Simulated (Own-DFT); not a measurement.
# Point defects and the pressure they add: 2H SiC

Source: density functional calculations with Own-DFT, an unreviewed in-house program that is no longer used. Nothing was measured or relaxed, and spin and spin-orbit coupling are left out.

Common settings: PBE; PseudoDojo norm-conserving scalar-relativistic files; cutoff 42 hartree; 4 x 4 x 3 k mesh centred on Gamma; Fermi-Dirac smearing of 0.1 eV.

Keep in mind (not all hold for every row): some atoms lie very close together; not probed for a lower state with spin; forces on such cells moved up to 12 meV/angstrom on a denser k mesh; forces on such cells passed a denser k mesh, each cell not checked; stress not checked against mesh or cutoff.

All runs share one cell, with vectors in Å (9.248, 0.000, 0.000); (-4.624, 8.009, 0.000); (0.000, 0.000, 10.068) and a volume of 745.7 Å³. The atoms are randomly displaced, by u rms on each axis. The defect's site can differ from row to row.

```
                                     cell     formula   u (Å)  P (GPa)
                                no defect     C36Si36  0.0306     4.05
                                no defect     C36Si36  0.0576     6.29
                                no defect     C36Si36  0.0590     6.54
                 two Al on a Si site each  Al2C36Si34  0.0299     5.87
                 two Al on a Si site each  Al2C36Si34  0.0503     7.28
                 two Al on a Si site each  Al2C36Si34  0.0522     7.51
one C on a Si site and one Si on a C site     C36Si36  0.0301     7.56
one C on a Si site and one Si on a C site     C36Si36  0.0306     7.37
one C on a Si site and one Si on a C site     C36Si36  0.0472     9.19
one C on a Si site and one Si on a C site     C36Si36  0.0499        ?
                       one Si on a C site     C35Si37  0.0288    10.09
                       one Si on a C site     C35Si37  0.0295    10.43
                       one Si on a C site     C35Si37  0.0505    12.59
                            one C vacancy     C35Si36  0.0305     3.71
                            one C vacancy     C35Si36  0.0318     3.85
                            one C vacancy     C35Si36  0.0328     3.75
```

## Working it out

P = P0 + c u² + a shift for each defect gives P0 = 2.86 GPa, c = 1072 ± 74 GPa/Å² and a scatter of 0.22 GPa. The shifts, and each times the cell's volume:

- one Si on a C site: 6.66 ± 0.20 GPa, 31.0 eV
- one C on a Si site and one Si on a C site: 3.73 ± 0.20 GPa, 17.3 eV
- two Al on a Si site each: 1.83 ± 0.19 GPa, 8.5 eV (4.3 eV for each of its 2 sites)
- one C vacancy: -0.17 ± 0.22 GPa, -0.8 eV (not resolved)

A positive shift means that the defect pushes the cell outwards. Shift times volume (160.2 GPa Å³ is 1 eV) depends little on the cell's size, so, taken for each site, it can be compared between cells at like pressure. The atoms around the defects weren't relaxed, which would change these numbers.

## Check

Asked: what pressure belongs in the blank (one C on a Si site and one Si on a C site, u = 0.0499 Å)?

The fitted form gives 9.25 ± 0.27 GPa. The hidden result is 8.98 GPa.
